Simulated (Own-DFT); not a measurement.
Simulation results for Si$_{12}$O$_{23}$ (quartz with two neutral oxygen vacancies, strained, atoms displaced)

Computed with Own-DFT development build. A calculation, not a measurement: plane-wave PBE and HSE06 DFT by an unreviewed code, no spin, of a simulated cell at Gamma alone, so results move with cell size and shape, stress positive in tension, energies less offsets, not probed for a lower state with spin; oxygen file: force components 24 meV/angstrom off all-electron in a glass; k mesh not checked against a denser one; forces and stress are PBE's, HSE06 gives the energy alone, and its difference from PBE has offsets of its own; offsets are fitted by least squares, one for each functional and potential file, so energies compare only between cells with the same atoms and settings and are not formation energies; the far tail of each file's local potential was reset to the Coulomb form; each entry is a single point on an unrelaxed cell, so the pressure reflects the starting lattice, mostly measured values (interpolated for alloys), from which strain is counted, and rises with the displacements; printed positions are rounded, which can move forces by about a meV/angstrom; the program, named Own-DFT, is a retired in-house code; no spin-orbit coupling.

Settings shared by all entries: first functional PBE; second functional HSE06; exact exchange share 0.25; screening 0.11 1/bohr; exchange divergence Gygi-Baldereschi; potential files PseudoDojo norm-conserving, scalar-relativistic, made for PBE, standard set; wave cutoff 48 hartree; occupations fixed; k mesh 1 x 1 x 1 centred on Gamma.

(1) 
```cif
# cell vector a (Å): 9.7584 -0.1109 0.0284
# cell vector b (Å): -4.9752 8.6777 -0.1500
# cell vector c (Å): 0.0312 -0.1725 10.6585
data_Si12O23
_symmetry_space_group_name_H-M 'P 1'
_symmetry_Int_Tables_number 1
_cell_length_a 9.7591
_cell_length_b 10.0039
_cell_length_c 10.6599
_cell_angle_alpha 91.747
_cell_angle_beta 89.655
_cell_angle_gamma 120.477
_cell_volume 896.45
loop_
_atom_site_label
_atom_site_type_symbol
_atom_site_fract_x
_atom_site_fract_y
_atom_site_fract_z
_atom_site_occupancy
Si1 Si 0.23914 0.99346 0.99807 1
Si2 Si 0.99650 0.23487 0.33650 1
Si3 Si 0.26376 0.26215 0.16659 1
O1 O 0.20829 0.13106 0.05986 1
O2 O 0.42990 0.29634 0.22532 1
O3 O 0.36970 0.07659 0.39548 1
O4 O 0.06873 0.36514 0.43782 1
O5 O 0.13885 0.20897 0.27647 1
O6 O 0.30112 0.43214 0.10490 1
Si4 Si 0.22921 0.99636 0.50091 1
Si5 Si 0.00048 0.23322 0.83293 1
Si6 Si 0.26390 0.25766 0.66613 1
O7 O 0.20501 0.13384 0.56155 1
O8 O 0.36407 0.07089 0.89188 1
O9 O 0.07530 0.37227 0.94282 1
O10 O 0.13271 0.20813 0.77362 1
Si7 Si 0.23885 0.50675 0.99872 1
Si8 Si 0.99677 0.73370 0.33341 1
Si9 Si 0.26543 0.76966 0.16738 1
O11 O 0.21067 0.63737 0.05982 1
O12 O 0.42861 0.79080 0.22958 1
O13 O 0.36966 0.57900 0.39352 1
O14 O 0.07759 0.86855 0.44312 1
O15 O 0.13720 0.70856 0.27528 1
O16 O 0.28559 0.92212 0.11216 1
Si10 Si 0.24012 0.50013 0.49733 1
Si11 Si 0.99379 0.73408 0.83190 1
Si12 Si 0.26209 0.76608 0.66539 1
O17 O 0.20178 0.63156 0.56262 1
O18 O 0.43244 0.79574 0.71957 1
O19 O 0.36481 0.57883 0.89241 1
O20 O 0.07036 0.86705 0.93682 1
O21 O 0.13555 0.71536 0.77350 1
O22 O 0.29243 0.92453 0.60831 1
Si13 Si 0.73625 0.00089 0.00095 1
Si14 Si 0.49921 0.23572 0.33000 1
Si15 Si 0.76530 0.26449 0.16399 1
O23 O 0.70579 0.13097 0.05663 1
O24 O 0.92244 0.28618 0.22879 1
O25 O 0.86691 0.06756 0.39014 1
O26 O 0.57707 0.36713 0.43626 1
O27 O 0.63511 0.20840 0.27437 1
O28 O 0.79230 0.42513 0.10670 1
Si16 Si 0.73226 0.00030 0.50071 1
Si17 Si 0.50314 0.24169 0.83009 1
Si18 Si 0.75798 0.25522 0.66926 1
O29 O 0.70465 0.12938 0.56567 1
O30 O 0.93219 0.29634 0.72669 1
O31 O 0.86767 0.07458 0.89096 1
O32 O 0.57425 0.36791 0.94413 1
O33 O 0.63510 0.20038 0.77388 1
O34 O 0.79031 0.42765 0.61253 1
Si19 Si 0.73010 0.49999 0.00119 1
Si20 Si 0.49879 0.73484 0.32825 1
Si21 Si 0.76443 0.76844 0.17176 1
O35 O 0.70480 0.62988 0.05986 1
O36 O 0.93078 0.80155 0.22825 1
O37 O 0.86971 0.57245 0.38862 1
O38 O 0.57369 0.86288 0.43899 1
O39 O 0.63187 0.70264 0.27401 1
O40 O 0.79088 0.92393 0.10809 1
Si22 Si 0.73217 0.49683 0.50104 1
Si23 Si 0.49553 0.73273 0.83513 1
Si24 Si 0.76220 0.75895 0.66343 1
O41 O 0.70393 0.63345 0.56244 1
O42 O 0.92172 0.79095 0.72956 1
O43 O 0.86840 0.57083 0.88985 1
O44 O 0.57140 0.86308 0.93923 1
O45 O 0.63569 0.70517 0.77321 1
O46 O 0.79138 0.92512 0.60381 1
_calc_PBE_energy_of_cell_above_offsets '-20.187'  # eV
_calc_HSE06_less_PBE_above_offsets '-0.128'  # eV
_calc_PBE_pressure 9.35  # GPa
_calc_PBE_stress_xx -7.84  # GPa
_calc_PBE_stress_yy -8.67  # GPa
_calc_PBE_stress_zz -11.54  # GPa
_calc_PBE_stress_yz -5.96  # GPa
_calc_PBE_stress_xz 2.01  # GPa
_calc_PBE_stress_xy -3.41  # GPa
```

Force:
```tsv
element	x (eV/Å)	y (eV/Å)	z (eV/Å)
Si	-2.565	1.099	0.974
Si	1.46	-2.704	-2.026
Si	-0.407	2.481	-1.313
O	0.396	-1.349	-1.013
O	0.318	0.273	-0.255
O	-0.373	-0.254	0.074
O	0.082	2.481	2.371
O	-1.567	-0.198	1.051
O	0.12	-1.011	0.405
Si	3.993	3.151	1.706
Si	-1.593	1.648	1.09
Si	1.243	5.137	2.438
O	0.204	-3.243	-2.842
O	1.915	1.542	-1.485
O	-0.865	-1.58	-0.853
O	1.413	-0.618	-0.096
Si	0.446	-1.762	2.239
Si	0.902	0.684	-0.479
Si	1.444	-1.122	0.495
O	-0.668	0.397	-0.126
O	-2.514	1.434	-2.983
O	0.53	-0.468	-0.975
O	-3.097	-3.496	-1.84
O	-1.094	-0.258	0.896
O	0.229	1.38	-0.373
Si	-0.791	-1.236	3.087
Si	1.064	-1.096	0.328
Si	1.51	0.87	0.737
O	0.597	-2.094	-1.898
O	0.079	-0.416	0.793
O	0.624	-0.988	-0.96
O	-0.072	0.772	1.479
O	-0.199	-0.624	0.741
O	-0.729	1.38	-0.902
Si	0.937	-1.339	-0.742
Si	-0.339	-1.323	0.131
Si	-0.697	1.031	0.212
O	-0.941	0.447	0.081
O	0.106	0.539	-0.815
O	-0.469	0.224	0.405
O	-1.298	-0.036	0.638
O	0.519	-0.459	-0.386
O	0.134	-0.062	0.015
Si	1.799	-0.96	-0.424
Si	-2.4	-2.072	-1.206
Si	2.457	5.647	-0.403
O	-0.451	-1.608	-2.588
O	-0.949	-0.253	-0.563
O	-0.201	-0.823	0.497
O	-1.989	-2.219	-1.227
O	-2.672	-0.72	2.868
O	0.218	-1.296	0.125
Si	4.26	1.299	0.189
Si	1.304	-0.77	2.549
Si	0.809	-0.363	-2.491
O	-1.216	2.222	1.422
O	0.585	-0.087	0.329
O	-1.133	-1.082	1.385
O	-0.795	0.39	0.355
O	-0.004	-0.595	0.641
O	-0.162	0.459	-0.08
Si	1.877	1.569	0.643
Si	1.23	0.795	-3.83
Si	-1.552	4.95	2.188
O	0.737	-4.053	-4.186
O	0.097	0.816	-1.235
O	-0.941	-0.861	0.947
O	0.002	1.76	1.847
O	-1.741	-0.401	1.261
O	0.846	-0.977	0.96
```

(2) 
```cif
# cell vector a (Å): 9.9268 0.0734 0.1834
# cell vector b (Å): -4.8998 8.6060 -0.1904
# cell vector c (Å): 0.2017 -0.1254 10.6616
data_Si12O23
_symmetry_space_group_name_H-M 'P 1'
_symmetry_Int_Tables_number 1
_cell_length_a 9.9288
_cell_length_b 9.9049
_cell_length_c 10.6642
_cell_angle_alpha 92.223
_cell_angle_beta 87.863
_cell_angle_gamma 119.243
_cell_volume 914.21
loop_
_atom_site_label
_atom_site_type_symbol
_atom_site_fract_x
_atom_site_fract_y
_atom_site_fract_z
_atom_site_occupancy
Si1 Si 0.23481 0.00216 0.99875 1
Si2 Si 0.99589 0.23805 0.33196 1
Si3 Si 0.26628 0.26366 0.16516 1
O1 O 0.20948 0.12860 0.05886 1
O2 O 0.42614 0.29429 0.21934 1
O3 O 0.36216 0.07018 0.39342 1
O4 O 0.06801 0.36429 0.44777 1
O5 O 0.13402 0.20676 0.27999 1
O6 O 0.29270 0.42603 0.10918 1
Si4 Si 0.23425 0.00409 0.50087 1
Si5 Si 0.00200 0.23595 0.82805 1
Si6 Si 0.26656 0.26709 0.66477 1
O7 O 0.20258 0.13466 0.55563 1
O8 O 0.36898 0.07355 0.88674 1
O9 O 0.07157 0.36300 0.94217 1
O10 O 0.28997 0.43091 0.60924 1
Si7 Si 0.23760 0.49943 0.99723 1
Si8 Si 0.99441 0.73466 0.33306 1
Si9 Si 0.26161 0.76240 0.16274 1
O11 O 0.20710 0.63459 0.05647 1
O12 O 0.42383 0.79290 0.22248 1
O13 O 0.36849 0.57580 0.39188 1
O14 O 0.07855 0.86757 0.44287 1
O15 O 0.13290 0.70672 0.27822 1
O16 O 0.29204 0.92600 0.10839 1
Si10 Si 0.23446 0.50079 0.49470 1
Si11 Si 0.99967 0.73535 0.83540 1
Si12 Si 0.27025 0.76761 0.66291 1
O17 O 0.20323 0.63219 0.55599 1
O18 O 0.43003 0.79648 0.72623 1
O19 O 0.36107 0.57416 0.89396 1
O20 O 0.07642 0.86760 0.94135 1
O21 O 0.13378 0.70727 0.77011 1
O22 O 0.29870 0.93143 0.60870 1
Si13 Si 0.73528 0.99902 0.99708 1
Si14 Si 0.49567 0.23516 0.33226 1
Si15 Si 0.76362 0.25789 0.16718 1
O23 O 0.70562 0.13351 0.05996 1
O24 O 0.92472 0.29107 0.22924 1
O25 O 0.87029 0.07698 0.39159 1
O26 O 0.57495 0.36700 0.43881 1
O27 O 0.63613 0.20918 0.27188 1
O28 O 0.79276 0.42428 0.10800 1
Si16 Si 0.73294 0.99842 0.50022 1
Si17 Si 0.50036 0.23600 0.83781 1
Si18 Si 0.76292 0.26304 0.66981 1
O29 O 0.70550 0.13419 0.55841 1
O30 O 0.92849 0.29584 0.72547 1
O31 O 0.86498 0.07328 0.89127 1
O32 O 0.57154 0.36612 0.93232 1
O33 O 0.63421 0.21278 0.77431 1
O34 O 0.79537 0.42522 0.60578 1
Si19 Si 0.73609 0.49952 0.00138 1
Si20 Si 0.50057 0.73517 0.33198 1
Si21 Si 0.76234 0.76497 0.16880 1
O35 O 0.71317 0.63792 0.05802 1
O36 O 0.92681 0.79879 0.22633 1
O37 O 0.86894 0.57904 0.39716 1
O38 O 0.57296 0.86455 0.44383 1
O39 O 0.63213 0.70045 0.27020 1
O40 O 0.78957 0.92456 0.10455 1
Si22 Si 0.73505 0.50033 0.49608 1
Si23 Si 0.50109 0.73664 0.83571 1
Si24 Si 0.77073 0.76906 0.66286 1
O41 O 0.70769 0.63252 0.56015 1
O42 O 0.92603 0.79053 0.72290 1
O43 O 0.86692 0.56928 0.89364 1
O44 O 0.57552 0.86621 0.94956 1
O45 O 0.62985 0.69992 0.76798 1
O46 O 0.79313 0.92717 0.61202 1
_calc_PBE_energy_of_cell_above_offsets '-21.393'  # eV
_calc_HSE06_less_PBE_above_offsets '0.362'  # eV
_calc_PBE_pressure 4.61  # GPa
_calc_PBE_stress_xx -2.6  # GPa
_calc_PBE_stress_yy -5.2  # GPa
_calc_PBE_stress_zz -6.05  # GPa
_calc_PBE_stress_yz -4.33  # GPa
_calc_PBE_stress_xz 5.68  # GPa
_calc_PBE_stress_xy 0.24  # GPa
```

Force:
```tsv
element	x (eV/Å)	y (eV/Å)	z (eV/Å)
Si	3.742	-3.463	-1.177
Si	1.79	-0.362	2.036
Si	-1.94	0.531	0.864
O	-2.696	3.056	1.424
O	1.749	-0.286	1.454
O	1.576	2.125	-2.031
O	0.01	0.229	-0.707
O	0.884	0.372	-1.319
O	-0.279	-0.004	-0.648
Si	1.356	-2.854	0.966
Si	2.478	-0.732	-1.184
Si	-0.602	0.83	3.52
O	-1.18	0.88	0.252
O	-0.574	-1.442	1.171
O	0.439	0.902	0.867
O	0.249	0.04	-0.749
Si	-1.987	-2.574	2.306
Si	0.921	1.533	0.128
Si	-0.095	1.5	2.085
O	-0.309	-1.114	-0.877
O	1.17	-0.422	1.103
O	0.771	0.087	-1.087
O	-1.034	-0.586	-0.238
O	0.323	-0.161	-0.974
O	-0.581	0.485	-0.894
Si	-0.153	-1.59	1.755
Si	-0.348	-1.063	-1.57
Si	-0.543	0.452	0.427
O	-0.263	1.009	0.202
O	0.199	-0.241	0.482
O	2.635	2.041	-2.783
O	-0.557	0.191	0.344
O	-0.004	-0.031	0.326
O	-0.564	0.314	-0.676
Si	0.759	0.326	1.445
Si	0.075	-1.165	-0.789
Si	0.527	3.43	-0.341
O	0.082	-1.383	-1.533
O	-1.264	0.628	-1.654
O	-0.868	-1.458	0.704
O	-0.551	0.258	0.239
O	-2.168	-0.844	1.955
O	-0.24	-0.467	-0.096
Si	1.639	0.227	0.231
Si	-2.777	-2.469	-4.821
Si	1.662	2.309	-1.68
O	-0.304	-0.322	0.049
O	-1.481	-0.055	-0.512
O	0.744	0.553	-1.117
O	0.716	4.95	4.722
O	0.237	-1.156	0.712
O	-0.875	0.073	-0.752
Si	0.217	-1.607	-0.129
Si	-1.606	0.163	-0.904
Si	1.92	2.351	-1.929
O	-0.52	-0.495	-0.398
O	-0.058	-0.375	0.36
O	0.815	-0.03	-1.676
O	-0.041	-0.11	-0.319
O	-1.79	-0.698	2.027
O	0.373	-0.259	0.702
Si	0.702	-1.875	2.765
Si	-0.257	-0.411	-0.787
Si	-0.381	-0.816	1.476
O	-0.644	-0.003	-0.738
O	0.906	0.018	1.161
O	0.686	1.033	-0.925
O	-1.352	-1.76	-1.509
O	-0.511	0.356	0.832
O	-0.953	1.429	-1.559
```

(3) 
```cif
# cell vector a (Å): 9.7882 0.1116 0.0847
# cell vector b (Å): -4.7975 8.4232 -0.1884
# cell vector c (Å): 0.0932 -0.1855 10.8063
data_Si12O23
_symmetry_space_group_name_H-M 'P 1'
_symmetry_Int_Tables_number 1
_cell_length_a 9.7892
_cell_length_b 9.6955
_cell_length_c 10.8083
_cell_angle_alpha 92.212
_cell_angle_beta 89.021
_cell_angle_gamma 119.015
_cell_volume 896.41
loop_
_atom_site_label
_atom_site_type_symbol
_atom_site_fract_x
_atom_site_fract_y
_atom_site_fract_z
_atom_site_occupancy
Si1 Si 0.23903 0.00107 0.99760 1
Si2 Si 0.00430 0.23451 0.33512 1
Si3 Si 0.26507 0.26431 0.16905 1
O1 O 0.20335 0.12644 0.05943 1
O2 O 0.42639 0.29355 0.22775 1
O3 O 0.36664 0.08010 0.39239 1
O4 O 0.07974 0.36320 0.43796 1
O5 O 0.13268 0.20749 0.27420 1
O6 O 0.28680 0.41930 0.11060 1
Si4 Si 0.23190 0.00225 0.49820 1
Si5 Si 0.00598 0.23756 0.83296 1
Si6 Si 0.26705 0.26529 0.66566 1
O7 O 0.20757 0.13220 0.55878 1
O8 O 0.42628 0.29511 0.72676 1
O9 O 0.36321 0.07410 0.89337 1
O10 O 0.07208 0.36854 0.94280 1
O11 O 0.12929 0.20279 0.77094 1
O12 O 0.29411 0.42394 0.60876 1
Si7 Si 0.23532 0.49828 0.99445 1
Si8 Si 0.00094 0.72983 0.33097 1
Si9 Si 0.26523 0.76664 0.16735 1
O13 O 0.20855 0.63659 0.05962 1
O14 O 0.42455 0.79395 0.22352 1
O15 O 0.37613 0.57596 0.39522 1
O16 O 0.07627 0.86342 0.43888 1
O17 O 0.13524 0.70832 0.27914 1
O18 O 0.29190 0.92288 0.10559 1
Si10 Si 0.23233 0.49755 0.50145 1
Si11 Si 0.00220 0.73036 0.83440 1
Si12 Si 0.26447 0.76709 0.66779 1
O19 O 0.20747 0.63586 0.55823 1
O20 O 0.42296 0.79184 0.72107 1
O21 O 0.36683 0.57147 0.88828 1
O22 O 0.07112 0.86760 0.94628 1
O23 O 0.13474 0.70282 0.77422 1
O24 O 0.29293 0.92917 0.61207 1
Si13 Si 0.73804 0.00506 0.00104 1
Si14 Si 0.49866 0.23908 0.33741 1
Si15 Si 0.76517 0.26591 0.16252 1
O25 O 0.71016 0.13179 0.06080 1
O26 O 0.92807 0.29060 0.22422 1
O27 O 0.86410 0.07273 0.39385 1
O28 O 0.57353 0.37212 0.43850 1
O29 O 0.63292 0.20999 0.26860 1
O30 O 0.79162 0.42754 0.10625 1
Si16 Si 0.73287 0.00437 0.50492 1
Si17 Si 0.49818 0.23441 0.83203 1
Si18 Si 0.76495 0.26117 0.66714 1
O31 O 0.70709 0.13103 0.55356 1
O32 O 0.92340 0.29241 0.72240 1
O33 O 0.86472 0.07382 0.89640 1
O34 O 0.56778 0.36573 0.93942 1
O35 O 0.63139 0.20560 0.77788 1
O36 O 0.79463 0.42831 0.61087 1
Si19 Si 0.73947 0.50267 0.99533 1
Si20 Si 0.49703 0.73880 0.33207 1
Si21 Si 0.76178 0.76342 0.16464 1
O37 O 0.70808 0.63791 0.05711 1
O38 O 0.86295 0.57276 0.39233 1
O39 O 0.57347 0.86738 0.43925 1
O40 O 0.63512 0.70487 0.27794 1
Si22 Si 0.73356 0.49869 0.49324 1
Si23 Si 0.50037 0.73966 0.83081 1
Si24 Si 0.76587 0.77034 0.66729 1
O41 O 0.70312 0.63061 0.55806 1
O42 O 0.93084 0.79195 0.72611 1
O43 O 0.86407 0.56780 0.88963 1
O44 O 0.57425 0.86194 0.93645 1
O45 O 0.63450 0.70122 0.76876 1
O46 O 0.79133 0.93070 0.60602 1
_calc_PBE_energy_of_cell_above_offsets '-19.314'  # eV
_calc_HSE06_less_PBE_above_offsets '-0.143'  # eV
_calc_PBE_pressure 9.68  # GPa
_calc_PBE_stress_xx -9.64  # GPa
_calc_PBE_stress_yy -11.25  # GPa
_calc_PBE_stress_zz -8.15  # GPa
_calc_PBE_stress_yz -7.67  # GPa
_calc_PBE_stress_xz 5.17  # GPa
_calc_PBE_stress_xy 2.19  # GPa
```

Force:
```tsv
element	x (eV/Å)	y (eV/Å)	z (eV/Å)
Si	0.073	-2.521	1.133
Si	-4.157	-2.619	-1.619
Si	0.372	-1.154	-0.371
O	-1.605	2.393	1.579
O	0.026	0.164	0.035
O	-0.198	-1.364	0.677
O	-0.817	1.619	2.098
O	2.683	-1.008	-0.838
O	-1.261	2.434	-2.228
Si	3.726	-3	-0.426
Si	-4.045	-1.343	0.222
Si	-0.369	-0.099	1.01
O	-2.481	2.11	0.931
O	0.428	-0.142	0.056
O	1.48	0.601	-1.862
O	-0.904	-0.652	-0.572
O	2.432	-0.265	-1.032
O	-1.042	1.441	-0.895
Si	1.663	0.888	2.586
Si	-5.697	0.529	-0.711
Si	-0.794	-0.108	0.638
O	0	-1.413	-1.205
O	1.231	0.229	0.75
O	-1.504	-1.338	0.919
O	-0.683	0.454	0.747
O	4.051	-0.625	-2.088
O	-0.298	1.368	-0.397
Si	3.121	1.027	-0.792
Si	-2.194	1.207	0.428
Si	-0.86	0.32	-0.789
O	-0.902	-0.157	-0.25
O	2.277	0.255	1.382
O	0.085	0.089	-0.279
O	-0.136	-1.39	-1.13
O	0.857	-0.541	0.241
O	-0.981	1.19	-1.302
Si	2.983	-6.352	0.402
Si	0.689	-1.177	-3.086
Si	0.638	1.579	2.967
O	-3.035	1.685	0.113
O	-0.196	-0.004	0.26
O	0.475	0.436	-0.114
O	-1.069	-0.124	1.011
O	-0.322	-0.228	0.64
O	-0.097	0.655	-0.772
Si	4.632	-6.024	-5.572
Si	-1.591	-0.436	0.4
Si	-2.902	1.312	-0.458
O	-5.416	6.263	3.68
O	3.12	-0.223	2.106
O	1.76	1.825	-2.341
O	0.679	1.67	1.381
O	2.546	-0.505	-1.71
O	-0.684	-0.326	-1.211
Si	-1.583	-2.045	1.21
Si	1.104	-1.247	-0.293
Si	0.948	4.065	2.487
O	-0.059	-2.015	-2.208
O	1.599	-0.062	-1.191
O	-0.288	1.496	1.366
O	-0.355	-0.064	-0.552
Si	1.443	0.41	3.675
Si	0.357	-3.11	-2.456
Si	2.055	-0.784	-1.268
O	-0.58	1.512	0.693
O	-0.663	0.059	-0.102
O	1.267	0.587	-1.181
O	-0.039	3.085	2.531
O	-1.938	-0.036	1.474
O	0.948	-0.457	1.467
```
